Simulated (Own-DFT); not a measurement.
# Response to strain: wurtzite AlN, 128 atoms (Al64N64)

These are calculations, not measurements. They come from Own-DFT, an in-house plane-wave density functional program, since retired, whose code no person has reviewed. Each row is one single-point run on a periodic cell that was not relaxed, without spin or spin-orbit coupling.

Settings of every run: PBE; PseudoDojo norm-conserving scalar-relativistic files; cutoff 42 hartree; 3 x 3 x 3 k mesh centred on Gamma; Gaussian smearing of 0.01 eV.

Known limits: k mesh not checked against a denser one; stress not checked against mesh or cutoff.

Unstrained cell vectors in Å: (12.448, 0.000, 0.000); (-6.224, 10.780, 0.000); (0.000, 0.000, 9.964). The unstrained cell has measured lattice constants (interpolated for alloys), not those of this functional. That, the random moves and any unrelaxed bonds set the pressure at no strain. Each run strains this cell uniformly, with the atoms carried along. Every atom was also moved at random, by a Gaussian of width 0.05 Å on each axis. Strain is the symmetric tensor, in per cent. Stress is positive in tension, and the pressure is minus a third of its trace.

| run | e_xx (%) | e_yy (%) | e_zz (%) | e_yz (%) | e_xz (%) | e_xy (%) | s_xx (GPa) | s_yy (GPa) | s_zz (GPa) | s_yz (GPa) | s_xz (GPa) | s_xy (GPa) | P (GPa) | E (meV/atom) |
|---|---|---|---|---|---|---|---|---|---|---|---|---|---|---|
| 1 | -0.17 | 1.14 | -1.49 | -0.02 | 0.44 | 1.66 | -7.49 | -3.54 | -10.27 | -0.35 | 1.62 | 7.22 | 7.10 | 23.7 |
| 2 | -0.48 | 0.21 | 0.38 | -0.17 | -1.32 | 1.82 | -8.95 | -4.46 | -5.30 | -0.19 | -4.00 | 6.09 | 6.24 | 34.6 |
| 3 | -1.82 | 0.26 | -0.77 | 1.91 | 0.58 | -0.42 | -18.63 | -6.22 | -9.09 | 5.26 | 1.32 | -2.03 | 11.31 | 40.3 |
| 4 | -0.39 | -1.73 | -1.01 | -1.34 | -0.71 | 1.12 | -9.46 | -15.94 | -12.00 | -3.70 | -1.72 | 4.38 | 12.47 | 24.7 |
| 5 | 1.36 | -0.76 | 1.51 | -0.48 | -1.24 | 1.77 | -1.20 | -5.69 | 1.22 | -0.91 | -2.87 | 6.17 | 1.89 | 22.2 |
| 6 | 1.05 | 0.13 | -0.92 | -1.09 | -0.08 | 1.12 | -0.93 | -4.48 | -9.88 | -2.31 | 0.02 | 3.06 | 5.09 | 18.1 |
| 7 | -0.48 | 1.87 | 0.53 | 0.41 | -0.73 | 1.60 | -6.82 | 1.79 | -1.35 | 1.21 | -1.65 | 5.77 | 2.13 | 15.2 |
| 8 | 1.15 | -0.21 | 0.00 | 0.52 | -1.20 | 0.69 | -0.32 | -5.29 | -4.73 | 1.73 | -3.64 | 2.38 | 3.45 | 0.0 |
| 9 | -1.31 | -0.71 | -0.87 | 1.38 | -1.08 | -0.49 | -12.54 | -11.74 | -12.06 | 3.77 | -3.65 | -1.32 | 12.12 | 27.6 |
| 10 | -1.41 | -1.31 | 1.91 | -1.66 | -1.71 | -1.63 | -12.52 | -11.26 | 0.04 | -3.28 | -3.87 | -6.65 | 7.91 | 28.7 |
| 11 | -1.46 | 0.76 | -1.29 | 0.64 | -1.40 | 1.26 | -11.05 | -4.34 | -14.37 | 1.58 | -3.68 | 5.02 | 9.92 | 18.5 |
| 12 | 1.79 | -0.98 | 1.89 | 1.23 | -1.33 | 0.63 | 2.17 | -5.57 | 2.28 | 2.86 | -3.08 | 1.97 | 0.37 | 9.9 |
| 13 | 0.33 | 1.11 | 1.05 | 0.24 | -0.94 | 0.07 | -2.87 | 0.76 | 0.50 | -0.11 | -2.33 | -0.94 | 0.54 | 1.8 |
| 14 | -1.77 | 1.07 | 1.47 | 0.48 | 0.54 | 1.43 | -11.39 | -1.82 | -0.80 | 0.54 | 1.25 | 3.15 | 4.67 | 22.0 |
| 15 | 1.47 | -0.69 | -0.97 | 0.97 | -0.37 | -1.62 | 0.32 | -9.57 | -9.59 | 2.35 | -1.80 | -5.44 | 6.28 | 16.1 |
| 16 | -0.43 | 1.32 | -0.99 | -1.35 | 1.82 | -0.25 | ? | ? | ? | ? | ? | ? | ? | ? |

E is the free energy for each atom above the lowest run shown.

## Worked fit

Each stress component was fitted by least squares to a constant and the strains of the runs shown, as fractions, with shears doubled. Shear strains stay in the fit of a normal stress only where such slopes are resolved. The slopes, in GPa:

```
stress,at no strain,per e_xx,per e_yy,per e_zz,scatter
s_xx,-6.2,471 ± 34,83 ± 41,46 ± 34,1.54
s_yy,-5.8,103 ± 19,447 ± 23,118 ± 19,0.85
s_zz,-6.0,91 ± 24,106 ± 29,436 ± 24,1.10
```

Each shear stress against twice its own strain: yz 122 ± 8, xz 136 ± 10, xy 185 ± 9 GPa. These are stiffnesses along x, y and z of the frame in which the cell vectors are given, which need not be the crystal's axes. The atoms are held to the strained lattice; where symmetry lets them move under strain, relaxing them would lower some slopes. The table should be nearly symmetric about its diagonal, and what it lacks of that shows the noise. A ninth of its sum, 211 ± 4 GPa, estimates the bulk modulus near the mean pressure of these runs, 6.1 GPa, so it lies above the value at zero pressure.

## Withheld run

Question: what normal stresses and pressure should run 16 give?

The fit gives s_xx = -7.5, s_yy = -1.5, s_zz = -9.3 and P = 6.1 GPa. The calculation gave -5.88, -1.22, -9.92 and P = 5.67 GPa.
